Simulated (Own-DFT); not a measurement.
# Computed records: SiC (4H silicon carbide, atoms displaced)

Computed with Own-DFT development build. A calculation, not a measurement: plane-wave PBE density functional theory by an unreviewed code, no spin, of a simulated periodic cell, stress positive in tension, free energy of the whole cell less one offset for each atom, forces on such cells passed a denser k mesh, this cell's mesh not checked; offsets are fitted by least squares, one for each functional and potential file, so energies compare only between cells with the same atoms and settings and are not formation energies; the far tail of each file's local potential was reset to the Coulomb form; each entry is a single point on an unrelaxed cell, so the pressure reflects the starting lattice, mostly measured values (interpolated for alloys), from which strain is counted, and rises with the displacements; printed positions are rounded, which can move forces by about a meV/angstrom; the program, named Own-DFT, is a retired in-house code; no spin-orbit coupling.

## SiC (4H silicon carbide, atoms displaced)

```
SiC
1.0
      9.2481     0.0000     0.0000
     -4.6241     8.0091     0.0000
      0.0000     0.0000    10.0681
Si C Si C Si C Si C Si C Si C Si C Si C Si C Si C Si C Si C Si C Si C Si C Si C Si C Si C
2 2 2 2 2 2 2 2 2 2 2 2 2 2 2 2 2 2 2 2 2 2 2 2 2 2 2 2 2 2 2 2 2 2 2 2
Direct
  0.00343 0.00432 0.41066
  0.11413 0.22542 0.15639
  0.99973 0.99672 0.09350
  0.11562 0.21934 0.34406
  0.99932 0.32880 0.40824
  0.11006 0.55341 0.16069
  0.00233 0.33865 0.09317
  0.11427 0.55777 0.34681
  0.99931 0.66062 0.40928
  0.10981 0.88733 0.15512
  0.99562 0.66114 0.09279
  0.11180 0.89107 0.34113
  0.33250 0.00125 0.40766
  0.44515 0.22557 0.15658
  0.33172 0.00092 0.09779
  0.44765 0.22941 0.34545
  0.33524 0.33503 0.40673
  0.43789 0.55130 0.15929
  0.32949 0.33222 0.09325
  0.43797 0.55356 0.34493
  0.32518 0.66443 0.40708
  0.43977 0.88808 0.15345
  0.33421 0.66466 0.09626
  0.44523 0.89276 0.33544
  0.66544 0.99637 0.40606
  0.77374 0.21723 0.15472
  0.66392 0.99416 0.09054
  0.77747 0.22628 0.34798
  0.66555 0.33521 0.40811
  0.77489 0.55112 0.15907
  0.67000 0.33725 0.09548
  0.77835 0.56141 0.34289
  0.66045 0.66968 0.40369
  0.77727 0.89000 0.15759
  0.66910 0.66718 0.08910
  0.77591 0.88082 0.34143
  0.00949 0.00457 0.90745
  0.88690 0.77935 0.65349
  0.99954 0.00017 0.59171
  0.89077 0.77595 0.84400
  0.00194 0.66729 0.91035
  0.88074 0.43620 0.65534
  0.00040 0.66528 0.59536
  0.88824 0.44203 0.83847
  0.00604 0.33794 0.90264
  0.89140 0.11082 0.66221
  0.00254 0.33834 0.58757
  0.89733 0.11155 0.84752
  0.66855 0.00170 0.90512
  0.55778 0.77814 0.65232
  0.65885 0.99588 0.59418
  0.56051 0.77050 0.84897
  0.66573 0.66434 0.90515
  0.54976 0.44075 0.66136
  0.66760 0.66539 0.59567
  0.55650 0.44325 0.84285
  0.66874 0.33029 0.90622
  0.56043 0.12050 0.65649
  0.67407 0.33524 0.59753
  0.55229 0.11042 0.84494
  0.33307 0.00529 0.90951
  0.21885 0.77221 0.65878
  0.33547 0.00433 0.59440
  0.21958 0.77503 0.84507
  0.33756 0.66933 0.90836
  0.22438 0.44625 0.65534
  0.33270 0.67117 0.59331
  0.22178 0.45132 0.84300
  0.33356 0.33448 0.90608
  0.22529 0.11566 0.65648
  0.33435 0.33195 0.59343
  0.21985 0.10484 0.84063
```

```
functional                        : PBE
potential files                   : PseudoDojo norm-conserving, scalar-relativistic, standard set
wave cutoff                       : 42 hartree
occupations                       : Fermi-Dirac
smearing width                    : 0.1 eV
hardware                          : one NVIDIA H100
k mesh                            : 4 x 4 x 3 centred on Gamma
free energy of cell above offsets : -10.679 eV
pressure                          : 3.71 GPa
stress xx                         : -3.54 GPa
stress yy                         : -2.24 GPa
stress zz                         : -5.34 GPa
stress yz                         : 0.09 GPa
stress xz                         : -0.31 GPa
stress xy                         : -0.21 GPa
wall time                         : 362.3 s
```

Force:
```tsv
element	x (eV/Å)	y (eV/Å)	z (eV/Å)
Si	0.08	-1.406	-1.588
Si	-0.761	-1.097	-0.118
C	-0.23	1.049	0.152
C	-1.07	0.717	0.115
Si	0.077	0.538	-1.261
Si	-0.154	0.692	-0.72
C	0.057	-1.234	0.04
C	-0.958	-1.431	-0.401
Si	-0.796	1.471	-0.428
Si	-0.269	-0.412	0.413
C	0.53	0.505	0.96
C	0.101	-0.589	1.127
Si	0.185	0.133	-0.655
Si	0.201	-0.146	0.265
C	-0.022	0.378	-1.02
C	0.042	-0.791	-0.067
Si	-0.074	-0.17	0.021
Si	1.228	0.959	-0.828
C	0.732	0.182	-0.186
C	0.071	0.342	0.314
Si	1.344	1.45	-0.231
Si	0.823	-0.15	-0.108
C	-0.875	0.127	-0.322
C	-0.05	-0.587	2.039
Si	-0.322	0.466	-0.406
Si	0.412	0.633	0.475
C	-0.422	0.924	0.474
C	0.568	-0.999	-0.751
Si	0.307	0.655	-0.134
Si	-0.183	1.41	-0.635
C	-0.356	-1.393	-0.597
C	0.024	-0.951	0.964
Si	1.185	-1.322	0.737
Si	0.521	-0.897	-1.069
C	-0.592	-0.705	1.501
C	-0.454	2.254	0.794
Si	-1.166	-1.892	0.141
Si	1.151	-0.473	0.851
C	0.082	0.437	1.007
C	-0.271	0.544	-0.058
Si	-0.429	-0.675	-1.258
Si	2.099	2.299	0.169
C	-0.597	-0.319	-0.19
C	0.132	0.005	1.315
Si	-0.969	-0.38	0.728
Si	-0.582	0.211	-1.448
C	0.288	-1.148	2.034
C	-1.042	0.421	-0.227
Si	0.47	-0.791	-0.144
Si	-0.488	-0.494	1.399
C	1.164	1.13	0.231
C	-2.043	1.752	-1.586
Si	1.575	-0.034	0.393
Si	1.242	0.774	-1.107
C	-0.761	-0.315	-0.933
C	-0.225	-0.529	0.978
Si	-0.272	0.709	0.15
Si	-0.329	-2.029	0.064
C	-2.694	-0.257	-1.233
C	0.714	0.001	0.031
Si	0.609	-1.464	-0.388
Si	-0.353	1.388	-0.092
C	0.078	-0.453	0.174
C	0.733	0.877	0.663
Si	-0.262	0.124	-0.055
Si	-0.485	0.304	-0.205
C	0.876	-0.768	-0.022
C	1.435	-0.729	-0.156
Si	-0.218	-0.062	-0.358
Si	-0.078	-1.328	-0.53
C	-0.521	0.59	0.169
C	0.238	1.967	0.627
```
